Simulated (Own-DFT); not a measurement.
Simulation results for Hf31O64 (monoclinic hafnia with one vacancy, atoms displaced)

Computed with Own-DFT development build. A calculation, not a measurement: plane-wave density functional theory by an unreviewed code, no spin, of a simulated periodic cell, stress positive in tension, run twice, with PBE and with PBEsol, both on files made for PBE, so the change isn't that of files made for PBEsol, defect cell not probed for a lower state with spin; a neutral cation vacancy leaves holes that likely carry spin, which this run leaves out; hafnium file: forces about 75 meV/angstrom off all-electron values; oxygen file: force components 24 meV/angstrom off all-electron in one glass; forces on such cells passed a denser k mesh, this cell's mesh not checked; the far tail of each file's local potential was reset to the Coulomb form; each entry is a single point on an unrelaxed cell, so the pressure reflects the starting lattice, mostly measured values (interpolated for alloys), from which strain is counted, and rises with the displacements; printed positions are rounded, which can move forces by about a meV/angstrom; the program, named Own-DFT, is a retired in-house code; no spin-orbit coupling; stress was not checked against mesh or cutoff.

Hf31O64 (monoclinic hafnia with one vacancy, atoms displaced)

```
cell vectors (Å)
  10.2340     0.0000     0.0000
   0.0000    10.3500     0.0000
  -1.6955     0.0000    10.4453
atoms (fractions of the cell vectors)
Hf  0.14426  0.02111  0.09974
Hf  0.36149  0.26332  0.15148
Hf  0.35806  0.47870  0.39331
Hf  0.13413  0.22968  0.35278
O   0.03956  0.16365  0.17613
O   0.45817  0.42271  0.07012
O   0.47531  0.33848  0.34032
O   0.04433  0.08165  0.42780
O   0.22495  0.37843  0.24598
O   0.27893  0.12690  0.00646
O   0.27165  0.12708  0.25984
O   0.21277  0.37318  0.48721
Hf  0.13931  0.02185  0.60162
Hf  0.36269  0.27717  0.64755
Hf  0.36644  0.48106  0.89258
Hf  0.14029  0.22728  0.86141
O   0.04250  0.16062  0.67372
O   0.46362  0.41688  0.57597
O   0.46131  0.33896  0.83124
O   0.03828  0.08822  0.91804
O   0.22424  0.37490  0.73622
O   0.27199  0.12485  0.50752
O   0.27373  0.11812  0.77400
O   0.22144  0.38203  0.98932
Hf  0.14197  0.52189  0.11035
Hf  0.36803  0.76319  0.14731
Hf  0.35789  0.97873  0.39093
Hf  0.13611  0.72947  0.35277
O   0.03840  0.66580  0.16850
O   0.46339  0.91864  0.07123
O   0.46570  0.83427  0.32785
O   0.03780  0.58741  0.41823
O   0.22398  0.88427  0.24463
O   0.27332  0.63076  0.01157
O   0.28267  0.61949  0.26659
O   0.22078  0.87680  0.49168
Hf  0.14015  0.52779  0.59731
Hf  0.35586  0.77879  0.64354
Hf  0.35655  0.97782  0.89360
Hf  0.14491  0.73818  0.84787
O   0.04211  0.66783  0.67197
O   0.46404  0.91886  0.57621
O   0.46644  0.83397  0.82598
O   0.03992  0.58261  0.92518
O   0.22244  0.87876  0.73757
O   0.27179  0.63336  0.50833
O   0.27542  0.61332  0.76128
O   0.22752  0.87030  0.99150
Hf  0.64197  0.02423  0.11168
Hf  0.86208  0.26348  0.14266
Hf  0.87322  0.47938  0.39308
Hf  0.63923  0.22868  0.36266
O   0.53631  0.17168  0.17150
O   0.96475  0.42244  0.07890
O   0.97012  0.33481  0.32033
O   0.54397  0.08220  0.41819
O   0.71260  0.37663  0.23935
O   0.78057  0.13012  0.02003
O   0.77470  0.11460  0.26751
O   0.72161  0.37357  0.49012
Hf  0.85825  0.26691  0.64516
Hf  0.85555  0.47818  0.89645
Hf  0.64082  0.22788  0.85094
O   0.53429  0.17133  0.67113
O   0.96408  0.40931  0.58242
O   0.97006  0.33495  0.83087
O   0.53967  0.08285  0.92765
O   0.72241  0.37438  0.73512
O   0.77890  0.12801  0.50799
O   0.77352  0.12168  0.74812
O   0.72291  0.37078  0.99092
Hf  0.63670  0.52187  0.11068
Hf  0.86671  0.76601  0.14257
Hf  0.86675  0.98336  0.40483
Hf  0.64316  0.72811  0.35729
O   0.52930  0.66516  0.16688
O   0.95389  0.91330  0.07059
O   0.96720  0.83017  0.32995
O   0.53797  0.57546  0.42634
O   0.72070  0.87678  0.24303
O   0.77392  0.61913  0.01732
O   0.77850  0.61951  0.25405
O   0.72729  0.87036  0.48577
Hf  0.65161  0.52315  0.60637
Hf  0.85746  0.76822  0.64554
Hf  0.85677  0.97834  0.90056
Hf  0.64607  0.73017  0.85494
O   0.53999  0.66490  0.66801
O   0.96513  0.92245  0.57643
O   0.97299  0.83798  0.82644
O   0.53309  0.58757  0.92488
O   0.72373  0.87989  0.74052
O   0.77155  0.62415  0.51154
O   0.78525  0.61262  0.76599
O   0.71522  0.86511  0.98292
```

Settings of this run: functional PBE, then PBEsol, potential files PseudoDojo norm-conserving, scalar-relativistic, standard set, wave cutoff 72 hartree, occupations Fermi-Dirac, smearing width 0.1 eV and k mesh 2 x 2 x 2 centred on Gamma.

It finds PBE pressure 4.46 GPa; PBE stress xx -3.86 GPa; PBE stress yy -5.05 GPa; PBE stress zz -4.49 GPa; PBE stress yz 0.05 GPa; PBE stress xz 0.59 GPa; PBE stress xy 0.47 GPa; PBEsol pressure -1.86 GPa; PBEsol stress xx 2.47 GPa; PBEsol stress yy 1.26 GPa; PBEsol stress zz 1.87 GPa; PBEsol stress yz 0.04 GPa; PBEsol stress xz 0.91 GPa; PBEsol stress xy 0.46 GPa; rms change of force components from PBE to PBEsol 0.049 eV/Å.

Force:
```tsv
force element	PBE force x (eV/Å)	PBE force y (eV/Å)	PBE force z (eV/Å)	PBEsol force x (eV/Å)	PBEsol force y (eV/Å)	PBEsol force z (eV/Å)
Hf	-0.978	-0.49	0.298	-0.92	-0.418	0.274
Hf	0.776	2.05	-0.8	0.745	2.011	-0.75
Hf	1.028	-0.395	1.506	1.006	-0.432	1.484
Hf	1.018	-0.207	1.251	1.008	-0.239	1.191
O	-0.686	-0.35	-1.156	-0.659	-0.317	-1.079
O	0.161	-1.161	1.958	0.163	-1.101	1.85
O	-1.486	-0.378	-1.456	-1.456	-0.366	-1.446
O	-1.207	0.266	-1.32	-1.162	0.244	-1.223
O	0.451	-0.099	-0.642	0.497	-0.098	-0.614
O	-0.257	0.576	1.857	-0.326	0.543	1.811
O	0.981	-0.608	-0.455	0.895	-0.58	-0.464
O	0.843	0.143	-0.051	0.878	0.158	-0.062
Hf	0.066	0.382	1.201	0.055	0.416	1.134
Hf	-0.027	-1.149	-0.347	0.009	-1.058	-0.298
Hf	-1.733	0.349	0.732	-1.687	0.291	0.748
Hf	0.637	2.109	-1.747	0.628	1.992	-1.738
O	-1.3	1.304	0.299	-1.244	1.268	0.333
O	-0.102	0.135	0.516	-0.125	0.121	0.452
O	1.798	-1.694	-0.807	1.728	-1.645	-0.842
O	-1.557	-1.783	1.475	-1.483	-1.738	1.492
O	-0.305	0.536	-0.09	-0.218	0.522	-0.09
O	1.09	1.149	0.44	0.98	1.098	0.409
O	0.742	0.383	-1.592	0.649	0.363	-1.518
O	0.009	-1.624	0.329	0.06	-1.574	0.318
Hf	0.339	-0.928	-2.14	0.334	-0.866	-2.139
Hf	-0.91	1.689	-0.616	-0.878	1.676	-0.583
Hf	1.834	0.632	2.193	1.764	0.561	2.17
Hf	0.984	1.567	-0.056	0.951	1.493	-0.065
O	-0.299	0.896	0.739	-0.298	0.879	0.775
O	0.14	-0.391	1.312	0.126	-0.368	1.229
O	0.274	-0.567	-0.021	0.257	-0.569	-0.071
O	-1.005	-0.951	0.213	-0.972	-0.949	0.253
O	-0.193	-0.306	-0.923	-0.128	-0.286	-0.886
O	0.342	0.474	0.305	0.281	0.459	0.317
O	-0.534	0.722	-0.874	-0.578	0.696	-0.855
O	0.279	-1.13	-0.708	0.33	-1.092	-0.686
Hf	-0.213	-2.128	2.235	-0.185	-2.031	2.164
Hf	2.679	-0.645	0.081	2.614	-0.549	0.082
Hf	2.406	-0.109	0.378	2.324	-0.145	0.401
Hf	-1.223	-2.441	1.379	-1.195	-2.412	1.315
O	-1.19	0.604	-0.612	-1.136	0.6	-0.553
O	-1.189	-0.517	-0.366	-1.346	-0.59	-0.438
O	-0.394	-0.196	-0.281	-0.402	-0.197	-0.316
O	-0.66	0.473	-0.515	-0.634	0.435	-0.436
O	0.176	-0.096	0.23	0.231	-0.116	0.234
O	0.476	0.21	0.082	0.378	0.197	0.075
O	0.13	1.418	-0.928	0.057	1.389	-0.904
O	-0.603	0.479	-0.09	-0.523	0.493	-0.109
Hf	-1.233	-1.299	-0.478	-1.201	-1.216	-0.489
Hf	0.108	2.481	1.043	0.103	2.464	1.033
Hf	-2.005	-1.223	0.299	-1.955	-1.239	0.319
Hf	1.137	-0.066	0.509	1.121	-0.116	0.477
O	-0.266	-0.236	0.166	-0.262	-0.229	0.209
O	-0.467	-1.129	0.507	-0.46	-1.088	0.445
O	-1.318	0.629	0.338	-1.28	0.6	0.299
O	-2.057	-0.629	-0.845	-2.024	-0.554	-0.892
O	1.549	-0.093	0.028	1.557	-0.084	0.015
O	-0.064	-1.26	-1.487	-0.118	-1.238	-1.425
O	0.565	1.221	-1.163	0.483	1.194	-1.15
O	0.864	-0.011	0.002	0.878	-0.007	0.011
Hf	0.147	-1.523	-0.141	0.113	-1.453	-0.125
Hf	2.271	-0.979	1.104	2.216	-0.988	1.101
Hf	-1.034	-0.886	-1.083	-1.006	-0.892	-1.11
O	-0.69	0.639	0.596	-0.748	0.781	0.718
O	0.966	1.735	-1.463	0.929	1.705	-1.487
O	-1.038	0.081	-0.174	-1.02	0.066	-0.206
O	0.065	0.493	-0.425	0.077	0.469	-0.357
O	-0.022	0.408	0.853	0.042	0.398	0.826
O	1.063	1.059	-0.277	1.068	1.086	-0.328
O	0.471	0.372	2.811	0.447	0.458	2.812
O	0.034	-0.527	-0.313	0.109	-0.506	-0.311
Hf	-0.164	-1.362	-1.11	-0.137	-1.286	-1.115
Hf	-1.315	0.126	0.9	-1.278	0.147	0.905
Hf	-1.849	-0.909	-0.095	-1.837	-0.924	-0.044
Hf	-0.563	1.08	0.421	-0.52	1.047	0.411
O	1.144	-0.121	1.08	1.109	-0.112	1.082
O	1.729	0.869	0.721	1.655	0.847	0.641
O	-0.231	0.06	-0.627	-0.201	0.023	-0.662
O	0.098	1.105	-0.942	0.109	1.058	-0.866
O	0.585	-0.335	-1.021	0.612	-0.33	-0.993
O	0.604	1.082	-0.81	0.533	1.047	-0.782
O	-0.171	-0.042	1.474	-0.228	-0.035	1.43
O	0.757	-1.754	-0.072	0.872	-1.794	-0.136
Hf	-2.698	-1.464	-0.404	-2.617	-1.388	-0.427
Hf	-0.01	2.824	-0.032	-0.028	2.807	-0.006
Hf	0.05	0.002	-3.22	0.045	-0.074	-3.12
Hf	-1.775	-0.035	-1.366	-1.72	-0.039	-1.35
O	-0.431	0.443	0.375	-0.387	0.427	0.409
O	-0.036	-1.377	1.006	-0.029	-1.314	0.914
O	-0.838	0.214	-0.011	-0.812	0.185	-0.053
O	0.868	0.512	-0.314	0.847	0.469	-0.255
O	1.309	-1.634	0.969	1.398	-1.711	1.055
O	1.81	0.806	-0.379	1.683	0.78	-0.354
O	-0.313	1.495	-0.968	-0.369	1.455	-0.951
O	0.787	0.96	1.601	0.836	0.935	1.537
```
